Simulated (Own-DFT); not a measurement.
# Which defects push the lattice out? 2H SiC

Calculated, not measured: single-point runs of Own-DFT, a retired in-house plane-wave DFT program that no person has reviewed, on unrelaxed cells, without spin or spin-orbit coupling.

All runs used: PBE; PseudoDojo norm-conserving scalar-relativistic files; cutoff 42 hartree; 4 x 4 x 3 k mesh centred on Gamma; Fermi-Dirac smearing of 0.1 eV.

Known weak points (not all hold for every row): a neutral cation vacancy leaves holes that likely carry spin, which these runs leave out; not probed for a lower state with spin; forces on such cells moved up to 12 meV/angstrom on a denser k mesh; forces on such cells passed a denser k mesh, each cell not checked; stress not checked against mesh or cutoff.

All runs share one cell, with vectors in Å (9.248, 0.000, 0.000); (-4.624, 8.009, 0.000); (0.000, 0.000, 10.068) and a volume of 745.7 Å³. u is the rms random offset of the atoms per axis. The defect's site can differ from row to row.

```
                                     cell     formula   u (Å)  P (GPa)
                                no defect     C36Si36  0.0309     3.92
                                no defect     C36Si36  0.0584     6.16
                                no defect     C36Si36  0.0614     6.20
one Al on a Si site and one N on a C site  AlC35NSi35  0.0282     3.98
one Al on a Si site and one N on a C site  AlC35NSi35  0.0312     4.08
one Al on a Si site and one N on a C site  AlC35NSi35  0.0513     5.42
                           one Si vacancy     C36Si35  0.0482     4.70
                           one Si vacancy     C36Si35  0.0490     4.50
                           one Si vacancy     C36Si35  0.0510     4.72
                            one C vacancy     C35Si36  0.0310     3.64
                            one C vacancy     C35Si36  0.0315     4.08
                            one C vacancy     C35Si36  0.0326     3.92
one C on a Si site and one Si on a C site     C36Si36  0.0316     7.51
one C on a Si site and one Si on a C site     C36Si36  0.0320        ?
one C on a Si site and one Si on a C site     C36Si36  0.0491     8.42
one C on a Si site and one Si on a C site     C36Si36  0.0540     8.58
```

## Analysis

P = P0 + c u² + a shift for each defect gives P0 = 3.33 GPa, c = 772 ± 58 GPa/Å² and a scatter of 0.17 GPa. The shifts, and each times the cell's volume:

- one C on a Si site and one Si on a C site: 3.21 ± 0.15 GPa, 14.9 eV
- one Al on a Si site and one N on a C site: 0.03 ± 0.16 GPa, 0.1 eV (not resolved)
- one C vacancy: -0.23 ± 0.17 GPa, -1.1 eV (not resolved)
- one Si vacancy: -0.58 ± 0.14 GPa, -2.7 eV

A positive shift means that the defect pushes the cell outwards. Shift times volume (160.2 GPa Å³ is 1 eV) depends little on the cell's size, so, taken for each site, it can be compared between cells at like pressure. The atoms around the defects weren't relaxed, which would change these numbers.

## Withheld run

Question: what pressure belongs in the blank (one C on a Si site and one Si on a C site, u = 0.0320 Å)?

Estimate: 7.33 ± 0.21 GPa. The calculation gave 7.60 GPa.
